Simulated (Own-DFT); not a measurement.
# What a defect does to the pressure of its cell: zincblende GaAs

Source: density functional calculations with Own-DFT, an unreviewed in-house program that is no longer used. Nothing was measured or relaxed, and spin and spin-orbit coupling are left out.

All runs used: PBE; PseudoDojo norm-conserving scalar-relativistic files; cutoff 42 hartree; 3 x 3 x 3 k mesh centred on Gamma; Fermi-Dirac smearing of 0.1 eV.

Known weak points (not all hold for every row): not probed for a lower state with spin; forces not confirmed at this smearing and k mesh; stress not checked against mesh or cutoff.

All runs share one cell, with vectors in Å (11.737, 0.000, 0.000); (0.000, 11.737, 0.000); (0.000, 0.000, 10.919) and a volume of 1504.3 Å³, strained against the parent crystal. Atoms were moved at random from their sites; u is the rms move along one axis. The defect's site can differ from row to row.

```
                             cell     formula   u (Å)  P (GPa)
                        no defect    As32Ga32  0.0280     0.74
                        no defect    As32Ga32  0.0323     0.79
                        no defect    As32Ga32  0.0479     1.02
              one Al on a Ga site  AlAs32Ga31  0.0316     0.74
              one Al on a Ga site  AlAs32Ga31  0.0467     1.06
              one Al on a Ga site  AlAs32Ga31  0.0502     1.07
one As vacancy and one Ga vacancy    As31Ga31  0.0276        ?
one As vacancy and one Ga vacancy    As31Ga31  0.0303     0.49
one As vacancy and one Ga vacancy    As31Ga31  0.0486     0.77
one As vacancy and one Ga vacancy    As31Ga31  0.0501     0.80
              one In on a Ga site  As32Ga31In  0.0301     1.34
              one In on a Ga site  As32Ga31In  0.0483     1.61
              one In on a Ga site  As32Ga31In  0.0488     1.58
              one P on an As site   As31Ga32P  0.0293     0.49
              one P on an As site   As31Ga32P  0.0300     0.52
              one P on an As site   As31Ga32P  0.0522     0.77
```

## Analysis

P = P0 + c u² + a shift for each defect gives P0 = 0.60 GPa, c = 179 ± 12 GPa/Å² and a scatter of 0.03 GPa. The shifts, and each times the cell's volume:

- one In on a Ga site: 0.57 ± 0.03 GPa, 5.4 eV
- one Al on a Ga site: 0.01 ± 0.03 GPa, 0.1 eV (not resolved)
- one As vacancy and one Ga vacancy: -0.26 ± 0.03 GPa, -2.5 eV
- one P on an As site: -0.28 ± 0.03 GPa, -2.6 eV

Positive is outwards. The product with the volume (160.2 GPa Å³ to the eV) is nearly free of the cell's size; divided by the bulk modulus at the cell's pressure it gives the volume that the defect adds. The atoms around the defects weren't relaxed, which would change these numbers.

## Test on the hidden row

Asked: what pressure belongs in the blank (one As vacancy and one Ga vacancy, u = 0.0276 Å)?

The fit gives 0.48 ± 0.04 GPa. The run itself gave 0.47 GPa.
